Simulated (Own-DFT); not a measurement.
# One host, several defects: zincblende GaAs

Calculated, not measured: single-point runs of Own-DFT, a retired in-house plane-wave DFT program that no person has reviewed, on unrelaxed cells, without spin or spin-orbit coupling.

Common settings: PBE; PseudoDojo norm-conserving scalar-relativistic files; cutoff 42 hartree; 3 x 3 x 3 k mesh centred on Gamma; Fermi-Dirac smearing of 0.1 eV.

Limits (not all hold for every row): not probed for a lower state with spin; forces not confirmed at this smearing and k mesh; stress not checked against mesh or cutoff.

All runs share one cell, with vectors in Å (11.737, 0.000, 0.000); (0.000, 11.737, 0.000); (0.000, 0.000, 10.833) and a volume of 1492.4 Å³, strained against the parent crystal. The atoms are randomly displaced, by u rms on each axis. The defect's site can differ from row to row.

```
cell,formula,u (Å),P (GPa)
no defect,As32Ga32,0.0312,1.26
no defect,As32Ga32,0.0497,1.45
no defect,As32Ga32,0.0508,1.53
one As vacancy and one Ga vacancy,As31Ga31,0.0306,0.91
one As vacancy and one Ga vacancy,As31Ga31,0.0526,1.21
one As vacancy and one Ga vacancy,As31Ga31,0.0535,1.36
one P on an As site,As31Ga32P,0.0275,0.98
one P on an As site,As31Ga32P,0.0279,0.99
one P on an As site,As31Ga32P,0.0289,0.96
one Al on a Ga site,AlAs32Ga31,0.0314,1.24
one Al on a Ga site,AlAs32Ga31,0.0318,1.25
one Al on a Ga site,AlAs32Ga31,0.0488,1.35
one In on a Ga site,As32Ga31In,0.0488,2.13
one In on a Ga site,As32Ga31In,0.0502,?
one In on a Ga site,As32Ga31In,0.0506,2.18
one In on a Ga site,As32Ga31In,0.0515,2.26
```

## Analysis

P = P0 + c u² + a shift for each defect gives P0 = 1.10 GPa, c = 158 ± 25 GPa/Å² and a scatter of 0.06 GPa. The shifts, and each times the cell's volume:

- one In on a Ga site: 0.69 ± 0.05 GPa, 6.5 eV
- one Al on a Ga site: -0.05 ± 0.05 GPa, -0.4 eV (not resolved)
- one P on an As site: -0.25 ± 0.06 GPa, -2.3 eV
- one As vacancy and one Ga vacancy: -0.28 ± 0.05 GPa, -2.6 eV

Against the defect-free cell, a freed cell would be larger where the shift is positive and smaller where it is negative (160.2 GPa Å³ is 1 eV). The atoms around the defects weren't relaxed, which would change these numbers.

## Withheld run

The question: what pressure belongs in the blank (one In on a Ga site, u = 0.0502 Å)?

From the fit: 2.19 ± 0.07 GPa. The hidden result is 2.12 GPa.
